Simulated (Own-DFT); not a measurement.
# Computed records: SiC (4H silicon carbide, atoms displaced), SiC (4H silicon carbide, strained, atoms displaced)

Computed with Own-DFT development build. A calculation, not a measurement: plane-wave PBE density functional theory by an unreviewed code, no spin, of a simulated periodic cell, stress positive in tension, free energy of the whole cell less one offset for each atom, forces on such cells passed a denser k mesh, this cell's mesh not checked; offsets are fitted by least squares, one for each functional and potential file, so energies compare only between cells with the same atoms and settings and are not formation energies; the far tail of each file's local potential was reset to the Coulomb form; each entry is a single point on an unrelaxed cell, so the pressure reflects the starting lattice, mostly measured values (interpolated for alloys), from which strain is counted, and rises with the displacements; printed positions are rounded, which can move forces by about a meV/angstrom; the program, named Own-DFT, is a retired in-house code; no spin-orbit coupling.

Settings shared by all entries: functional PBE; potential files PseudoDojo norm-conserving, scalar-relativistic, standard set; wave cutoff 42 hartree; occupations Fermi-Dirac; smearing width 0.1 eV.

(1) SiC (4H silicon carbide, atoms displaced)

```
SiC
1.0
     12.3308     0.0000     0.0000
     -6.1654    10.6788     0.0000
      0.0000     0.0000    10.0681
Si C Si C Si C Si C Si C Si C Si C Si C Si C Si C Si C Si C Si C Si C Si C Si C Si C Si C Si C Si C Si C Si C Si C Si C Si C Si C Si C Si C Si C Si C Si C Si C
2 2 2 2 2 2 2 2 2 2 2 2 2 2 2 2 2 2 2 2 2 2 2 2 2 2 2 2 2 2 2 2 2 2 2 2 2 2 2 2 2 2 2 2 2 2 2 2 2 2 2 2 2 2 2 2 2 2 2 2 2 2 2 2
Direct
  0.00028 0.00157 0.40732
  0.08172 0.16785 0.15535
  0.99788 0.99280 0.08850
  0.08519 0.17047 0.34274
  0.00281 0.25254 0.40465
  0.07536 0.41594 0.15465
  0.00096 0.25119 0.09440
  0.07983 0.41132 0.33998
  0.00016 0.50119 0.40961
  0.08445 0.66801 0.16156
  0.99756 0.49765 0.09534
  0.08287 0.66641 0.34297
  0.00013 0.75372 0.40405
  0.08252 0.91773 0.15734
  0.00209 0.74636 0.09275
  0.08339 0.91382 0.34534
  0.24979 0.99915 0.40433
  0.33394 0.17032 0.15713
  0.24902 0.00108 0.09764
  0.33213 0.16469 0.34142
  0.25663 0.24890 0.40659
  0.33009 0.41415 0.15614
  0.25644 0.25680 0.09612
  0.33666 0.41797 0.34025
  0.24911 0.49551 0.40851
  0.33273 0.66572 0.15754
  0.25118 0.49852 0.09147
  0.32828 0.66489 0.34550
  0.24400 0.74911 0.40576
  0.32663 0.91720 0.15336
  0.24932 0.75015 0.08989
  0.33395 0.91298 0.33607
  0.50216 0.00055 0.40359
  0.58133 0.16342 0.15581
  0.49710 0.99852 0.08813
  0.58698 0.16684 0.34210
  0.49700 0.25177 0.40509
  0.58124 0.41260 0.16138
  0.49834 0.25119 0.09258
  0.58349 0.41374 0.34339
  0.49631 0.50025 0.41221
  0.57766 0.66744 0.15364
  0.50527 0.50272 0.09962
  0.58267 0.66572 0.34849
  0.50131 0.74779 0.40491
  0.58440 0.91728 0.15497
  0.49993 0.74740 0.09420
  0.57941 0.91227 0.34067
  0.74969 0.00264 0.40256
  0.83461 0.16702 0.15385
  0.75365 0.00174 0.09821
  0.82431 0.16206 0.34160
  0.75180 0.25139 0.40472
  0.83239 0.41687 0.15775
  0.74662 0.24494 0.09760
  0.83204 0.41624 0.34668
  0.74478 0.49606 0.40093
  0.83503 0.66928 0.15354
  0.74762 0.50005 0.08584
  0.82656 0.66370 0.34193
  0.74881 0.74665 0.40359
  0.82990 0.91476 0.15377
  0.75182 0.74713 0.09279
  0.83173 0.91493 0.34358
  0.00040 0.00058 0.90829
  0.91514 0.82890 0.65168
  0.99918 0.99592 0.59241
  0.91376 0.83051 0.84581
  0.99964 0.74870 0.91322
  0.91752 0.58238 0.65627
  0.99614 0.75596 0.58960
  0.91798 0.58756 0.84639
  0.00094 0.49699 0.90229
  0.91395 0.32885 0.65058
  0.99960 0.49882 0.59089
  0.91623 0.33385 0.84512
  0.00234 0.25024 0.90570
  0.91687 0.08559 0.65813
  0.99766 0.24957 0.59674
  0.91202 0.08302 0.84558
  0.75034 0.99802 0.90391
  0.66770 0.82958 0.65600
  0.75044 0.99992 0.59327
  0.67161 0.83020 0.84272
  0.75131 0.75103 0.90768
  0.66874 0.58306 0.65733
  0.74565 0.75209 0.59199
  0.66615 0.58356 0.83652
  0.75438 0.49879 0.90399
  0.66730 0.33570 0.65633
  0.74304 0.49709 0.58965
  0.66966 0.33556 0.84537
  0.75365 0.25151 0.91075
  0.66845 0.08878 0.65551
  0.75505 0.25191 0.59799
  0.66284 0.07921 0.84094
  0.50021 0.99957 0.91376
  0.42027 0.83464 0.65349
  0.50014 0.99925 0.59056
  0.41418 0.83190 0.84527
  0.50432 0.75823 0.90686
  0.41888 0.58450 0.65808
  0.50141 0.74780 0.59170
  0.41580 0.58455 0.84352
  0.50502 0.50477 0.90980
  0.42034 0.33381 0.65799
  0.49675 0.50084 0.59162
  0.41907 0.33706 0.84635
  0.49585 0.24905 0.90688
  0.41309 0.08068 0.66044
  0.50150 0.25194 0.59345
  0.41764 0.07952 0.84479
  0.24787 0.00071 0.90048
  0.16980 0.83378 0.65537
  0.24441 0.99592 0.59525
  0.17039 0.83613 0.84158
  0.25040 0.75037 0.90488
  0.16686 0.58253 0.65599
  0.24821 0.75096 0.58665
  0.16766 0.58199 0.83952
  0.25261 0.49840 0.90756
  0.16867 0.33187 0.66064
  0.25294 0.50547 0.59310
  0.16855 0.32873 0.85042
  0.24710 0.25108 0.90704
  0.16898 0.08400 0.65093
  0.25048 0.24904 0.59355
  0.16085 0.07696 0.84727
```

* hardware: one NVIDIA H200
* k mesh: 3 x 3 x 3 centred on Gamma
* free energy of cell above offsets: -18.127 eV
* pressure: 3.96 GPa
* stress xx: -3.41 GPa
* stress yy: -3.13 GPa
* stress zz: -5.35 GPa
* stress yz: 0.35 GPa
* stress xz: 0.1 GPa
* stress xy: 0.96 GPa
* wall time: 522.8 s

Force:
```
element  x (eV/Å)  y (eV/Å)  z (eV/Å)
     Si     -0.27    -0.348     -0.49
     Si     1.037    -0.472    -0.014
      C    -0.842     1.673     1.598
      C     0.666    -0.733     0.412
     Si    -0.993    -1.428     0.395
     Si     2.288     0.121     0.114
      C    -0.373    -0.293    -0.586
      C    -0.199     1.546     0.951
     Si     0.098    -0.489    -1.346
     Si     0.434    -0.781    -1.573
      C    -0.418     0.882    -0.703
      C    -0.918    -0.116     0.844
     Si    -0.478    -1.688     0.216
     Si     0.587    -0.708    -0.194
      C    -0.669     0.969     1.382
      C    -0.677     1.391    -0.659
     Si     0.691    -0.609     0.096
     Si      0.23    -0.742    -0.662
      C    -0.744     0.647    -1.359
      C     0.438     0.006     0.666
     Si    -2.005      0.72    -0.349
     Si     0.962     1.925     -0.01
      C     -1.18    -2.178    -0.769
      C    -0.522    -0.816     1.188
     Si    -0.457     0.676    -0.981
     Si    -0.399    -0.057    -0.168
      C    -1.191     0.158     0.663
      C     0.716    -0.264    -0.026
     Si     1.609     0.302    -0.831
     Si     1.706    -0.515    -0.236
      C    -0.034    -0.267     0.681
      C    -0.785     0.868     1.535
     Si    -0.425    -0.527    -0.163
     Si    -0.382       0.3    -0.138
      C     0.137    -0.097     2.559
      C    -1.367      0.08     0.529
     Si     1.574    -1.006      0.23
     Si     0.171     1.274    -1.593
      C     0.565     -0.75     0.484
      C    -1.407     0.262     0.537
     Si     1.042     0.178    -1.737
     Si     2.626    -0.607      1.44
      C    -1.127      -0.8    -0.846
      C    -0.085     -0.26    -1.273
     Si    -1.171     0.071     0.184
     Si    -0.329    -0.236     0.122
      C    -1.101     1.412    -0.557
      C     0.498     0.673     0.436
     Si      0.11     -1.67     0.821
     Si    -0.297    -0.154     0.688
      C    -0.923    -0.502    -1.634
      C     1.958     1.625     0.037
     Si    -0.394    -0.357     0.562
     Si    -0.514    -0.244    -0.445
      C     0.255     1.059    -0.656
      C     0.324     0.444    -0.435
     Si     0.715     0.791      0.96
     Si     0.103    -1.321     0.212
      C     0.591    -0.175     2.038
      C     1.636     0.129    -0.186
     Si    -0.903     0.945      0.55
     Si     1.141     -0.35     0.672
      C    -1.701     0.711     0.033
      C     0.247     0.373    -0.297
     Si    -0.913    -1.192    -1.253
     Si    -1.931     1.237     1.579
      C      -0.4     1.258     0.457
      C     0.862     0.593     -0.42
     Si     0.128     0.988     -2.03
     Si    -1.073     0.668    -0.454
      C     2.925    -2.217     0.085
      C     1.172    -0.997    -0.776
     Si    -0.547     1.119     0.717
     Si     0.598     1.593     1.729
      C     0.079     0.003     1.011
      C     0.831    -0.449    -0.659
     Si    -0.956     -0.27     0.241
     Si     0.229    -1.318    -0.541
      C     1.408     0.314    -0.761
      C     1.622     0.518    -0.056
     Si    -0.848    -0.009     0.449
     Si    -1.286     1.425    -0.162
      C    -0.379      0.18    -0.048
      C    -1.732     0.875     0.392
     Si     0.639    -1.207    -0.384
     Si    -1.332     0.454    -1.281
      C     2.355    -1.363    -0.462
      C     0.776     0.038     2.064
     Si    -1.672     0.535    -0.312
     Si     0.426    -0.557     0.307
      C     1.531     0.659      0.14
      C    -0.274    -1.034    -0.185
     Si     -0.96    -0.945     -0.72
     Si     0.345    -1.743    -0.065
      C        -2    -0.114    -1.588
      C     0.455     0.789     1.163
     Si     0.029    -0.274    -2.959
     Si    -0.376    -0.493     0.117
      C    -0.311     0.667     0.279
      C     0.601     0.809    -0.458
     Si     0.235    -1.817    -0.457
     Si    -0.483     0.085    -0.178
      C    -0.402     0.584     0.487
      C     0.825     0.372     0.626
     Si    -0.358    -0.337    -0.249
     Si    -0.811     0.489     0.075
      C     1.046    -0.558     1.257
      C     -0.61    -0.606    -0.211
     Si     1.136     0.313    -0.326
     Si     0.717     0.256    -1.218
      C     -0.08    -0.993     0.065
      C    -1.073     0.951     0.369
     Si     0.858     -0.29     1.505
     Si    -1.433    -0.643     -0.01
      C     1.357     1.126    -0.855
      C    -0.615    -0.977     0.452
     Si    -0.233     -0.46    -0.152
     Si    -0.228      0.51    -0.686
      C     0.597    -0.221     1.601
      C    -0.046    -0.122     1.001
     Si    -0.496     0.494    -0.397
     Si     -0.62     0.632    -0.657
      C     0.261    -1.686     0.551
      C    -1.664     1.276    -1.421
     Si     2.582    -1.215     0.608
     Si    -1.265    -0.856     1.296
      C     0.484     0.345     0.079
      C     0.425     2.158    -1.231
```

(2) SiC (4H silicon carbide, strained, atoms displaced)

```
SiC
1.0
      9.0995     0.1034     0.0077
     -4.4602     7.8359     0.1512
      0.0084     0.1950    10.0127
Si C Si C Si C Si C Si C Si C Si C Si C Si C Si C Si C Si C Si C Si C Si C Si C Si C Si C
2 2 2 2 2 2 2 2 2 2 2 2 2 2 2 2 2 2 2 2 2 2 2 2 2 2 2 2 2 2 2 2 2 2 2 2
Direct
  0.98554 0.99607 0.40496
  0.10000 0.22240 0.15659
  0.99649 0.98941 0.09313
  0.11882 0.21760 0.34381
  0.99911 0.32224 0.40133
  0.10421 0.55761 0.16299
  0.00142 0.33646 0.09423
  0.10441 0.55570 0.34696
  0.00897 0.67571 0.40767
  0.11651 0.88788 0.16225
  0.99950 0.66122 0.08352
  0.10936 0.89393 0.34172
  0.32769 0.99641 0.40435
  0.44433 0.21781 0.14102
  0.33687 0.00236 0.08743
  0.44700 0.22163 0.34023
  0.33715 0.33485 0.40625
  0.44740 0.56219 0.15624
  0.33235 0.33674 0.09579
  0.44763 0.55865 0.34754
  0.32525 0.65281 0.41273
  0.44134 0.89681 0.16188
  0.33984 0.66589 0.08990
  0.45731 0.89047 0.34344
  0.66097 0.99369 0.40295
  0.77775 0.22053 0.15624
  0.66099 0.00115 0.08500
  0.77395 0.21586 0.33491
  0.66575 0.33961 0.41754
  0.78029 0.53926 0.16130
  0.66440 0.32339 0.10506
  0.78513 0.55918 0.34074
  0.67477 0.67322 0.40786
  0.78239 0.88378 0.16117
  0.66793 0.66265 0.09133
  0.78109 0.88884 0.35099
  0.00187 0.00158 0.90517
  0.87825 0.76080 0.66732
  0.99826 0.00180 0.59527
  0.88368 0.76554 0.83920
  0.00415 0.67290 0.90857
  0.88850 0.44913 0.66031
  0.99653 0.66322 0.59514
  0.88837 0.44042 0.85610
  0.00880 0.33202 0.90434
  0.88976 0.11105 0.65604
  0.99541 0.32648 0.59459
  0.89900 0.12179 0.84263
  0.65824 0.99322 0.91721
  0.56391 0.78677 0.66393
  0.66506 0.00364 0.59646
  0.55923 0.78791 0.84091
  0.66609 0.67080 0.91435
  0.55597 0.44101 0.65933
  0.66640 0.67175 0.59905
  0.54633 0.44929 0.84269
  0.66720 0.33428 0.89866
  0.55219 0.10963 0.65315
  0.66473 0.33559 0.59585
  0.55563 0.11303 0.84941
  0.32434 0.99775 0.91039
  0.22782 0.78270 0.65543
  0.33459 0.99771 0.59579
  0.23234 0.76632 0.84907
  0.32703 0.65175 0.90489
  0.21422 0.43883 0.66666
  0.32090 0.65494 0.58839
  0.22692 0.44035 0.84413
  0.34023 0.32377 0.89802
  0.22372 0.10944 0.65356
  0.33332 0.33500 0.59141
  0.22599 0.11083 0.83529
```

* hardware: one NVIDIA H100
* k mesh: 4 x 4 x 3 centred on Gamma
* free energy of cell above offsets: -3.124 eV
* pressure: 14.5 GPa
* stress xx: -15.21 GPa
* stress yy: -14.3 GPa
* stress zz: -13.98 GPa
* stress yz: 6.45 GPa
* stress xz: -0.64 GPa
* stress xy: 5.31 GPa
* wall time: 348.8 s

Force:
```
element  x (eV/Å)  y (eV/Å)  z (eV/Å)
     Si     3.418     1.622     2.027
     Si     3.321    -0.771     0.022
      C     0.262     1.654      0.03
      C    -1.576     0.468    -0.344
     Si     -1.18     0.663     1.012
     Si     2.725     -0.45    -1.633
      C    -1.114     0.217    -0.295
      C     1.523    -0.473    -0.243
     Si    -1.544    -1.458     0.599
     Si    -0.791     -0.49    -2.129
      C    -0.697     1.324     3.602
      C     0.657    -0.289     1.042
     Si     1.413      1.15     0.298
     Si     -1.22     1.436     3.367
      C    -1.768    -0.784     1.611
      C    -0.041     0.022     0.505
     Si      0.49    -0.661    -0.424
     Si     0.978    -1.561     0.707
      C     0.024    -0.866    -1.419
      C     0.703      0.07     -0.74
     Si     0.148     1.568     -2.06
     Si     2.548    -2.083    -1.636
      C    -2.655     1.021      1.09
      C     -3.93    -2.018     0.287
     Si     1.194     1.974     1.733
     Si     0.926    -1.113    -1.157
      C     1.547    -0.336     5.454
      C     0.514     0.823     2.998
     Si      0.75    -1.358    -3.537
     Si    -1.556     1.735    -1.559
      C     -0.71     1.417    -3.333
      C    -0.144      0.41     1.926
     Si    -0.677     -2.29     0.793
     Si     -1.74    -0.223    -1.198
      C     0.631     0.108     2.311
      C    -1.762      -0.1    -2.276
     Si    -0.214     -0.79    -0.525
     Si     0.099     2.589    -3.728
      C     0.909    -1.692    -0.301
      C    -0.499     2.038     3.371
     Si     1.333    -1.939    -1.808
     Si     1.099    -2.014     0.388
      C     0.537     1.615    -0.144
      C     0.276     1.466    -2.221
     Si    -1.294     0.387     1.276
     Si    -0.681    -0.571     0.679
      C    -0.391     1.638    -0.537
      C    -0.953    -2.445     0.532
     Si     0.884      1.77     -4.54
     Si    -1.428     -1.45    -1.999
      C     0.774    -0.043    -1.341
      C     0.152    -1.797     2.062
     Si    -0.056    -0.548    -2.236
     Si    -2.224     1.225    -0.749
      C     0.601    -1.224    -0.885
      C     3.454     0.705     0.111
     Si     -0.49    -0.169     2.243
     Si     0.286     0.212     1.828
      C     0.945    -0.063     0.945
      C    -0.957    -0.451    -1.306
     Si     2.864    -1.121    -2.207
     Si    -0.275     -2.54     0.986
      C    -0.446     0.711     -1.34
      C    -4.412     2.617    -1.653
     Si     2.634     1.228     1.413
     Si       0.5    -0.228    -3.084
      C     0.936     1.728     2.818
      C    -0.112    -0.586     0.585
     Si    -2.814     0.466     2.686
     Si    -1.081     0.101    -1.105
      C     0.318     -0.19     0.938
      C    -0.945    -0.998     1.418
```
